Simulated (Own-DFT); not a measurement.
# Device materials side by side: how hard are they to compress?

The numbers are computed, not measured, by runs of the plane-wave DFT program Own-DFT (in-house, retired, unreviewed) at fixed positions, with no spin and no spin-orbit coupling.

Known weak points (not all hold for every row): forces on such cells moved up to 12 meV/angstrom on a denser k mesh; forces not confirmed at this smearing and k mesh; k mesh not checked against a denser one; forces on such cells passed a denser k mesh, each cell not checked; stress not checked against mesh or cutoff.

All runs are PBE with PseudoDojo norm-conserving files; cutoff and k mesh are each material's own. Every cell starts from measured lattice constants and was given uniform random strains and small random moves of its atoms. Each triple is the change of volume in per cent, the rms move u in Å and the pressure in GPa.

- 3C SiC (C48Si48), 10.36 Å³/atom unstrained: (-1.82, 0.052, 10.35); (-1.29, 0.050, 8.56); (-1.05, 0.051, 8.02); (-0.16, 0.049, 5.47); (-0.14, 0.052, 6.28); (0.22, 0.050, 4.85); (1.39, 0.051, 2.26)
- wurtzite AlN (Al36N36), 10.45 Å³/atom unstrained: (-1.85, 0.049, 9.88); (-1.67, 0.052, 9.39); (-0.87, 0.050, 7.38); (-0.73, 0.050, 7.45); (-0.52, 0.048, 6.54); (-0.43, 0.046, 6.08); (1.52, 0.052, 2.67)
- wurtzite GaN (Ga48N48), 11.42 Å³/atom unstrained: (-2.16, 0.051, 12.05); (-1.98, 0.050, 11.18); (-0.24, 0.051, 7.84); (0.96, 0.053, 5.95); (1.81, 0.051, 3.90); (1.92, 0.048, 3.24); (2.15, 0.052, 3.34)
- diamond silicon (Si64), 20.02 Å³/atom unstrained: (-2.62, 0.049, 5.43); (-1.62, 0.047, 4.32); (-0.67, 0.051, 3.55); (0.28, 0.048, 2.37); (0.41, 0.056, 2.50); (1.49, 0.045, 1.10); (2.32, 0.046, 0.35)
- zincblende InP (In48P48), 25.27 Å³/atom unstrained: withheld
- grey tin (Sn64), 34.15 Å³/atom unstrained: (-3.26, 0.052, 5.79); (-1.39, 0.047, 4.46); (0.02, 0.050, 3.77); (0.10, 0.052, 3.67); (0.41, 0.047, 3.54); (0.53, 0.048, 3.54); (1.05, 0.052, 3.24)

## Fit

Fit a line to each set against the fractional change of volume; B is minus its slope, and u is nearly the same within a set. To take it to zero pressure, assume that B rises by 4 GPa for each GPa: B0 = B - 4 x (mean pressure). The bond length of an ideal tetrahedral crystal with the unstrained volume v is d = (√3/4)(8 v)^(1/3). Cohen's empirical rule reads B0 = (1971 - 220 L) d^(-3.5) GPa, with L = 0 for group IV crystals and SiC and 1 for III-V compounds.

```
                material  L  d (Å)   B (GPa)  mean P (GPa)  B0 (GPa)  rule (GPa)
        3C SiC (C48Si48)  0  1.888  248 ± 13           6.5  222 ± 13         213
  wurtzite AlN (Al36N36)  1  1.893  214 ± 12           7.1  186 ± 12         188
  wurtzite GaN (Ga48N48)  1  1.950   200 ± 7           6.8   173 ± 7         169
  diamond silicon (Si64)  0  2.352   103 ± 3           2.8    92 ± 3          99
zincblende InP (In48P48)  1  2.541         ?             ?         ?          67
         grey tin (Sn64)  0  2.810    59 ± 2           4.0    43 ± 2          53
```

A line through ln[B0/(1971 - 220 L)] against ln d has a slope of -4.1 ± 0.1 and a scatter of 3 %. Against the rule, B0 stands at 104 % for 3C SiC, 99 % for wurtzite AlN, 102 % for wurtzite GaN, 93 % for diamond silicon, 80 % for grey tin. PBE tends to make silicon and heavier crystals too soft, and the rule itself is only a guide.

## The run left out

Q: what B0 does the fitted trend give for zincblende InP (In48P48)?

The line gives 58 GPa. Its own runs give B = 80 ± 2 GPa at a mean pressure of 3.9 GPa, so B0 = 64 GPa. It lies off the trend of the others.
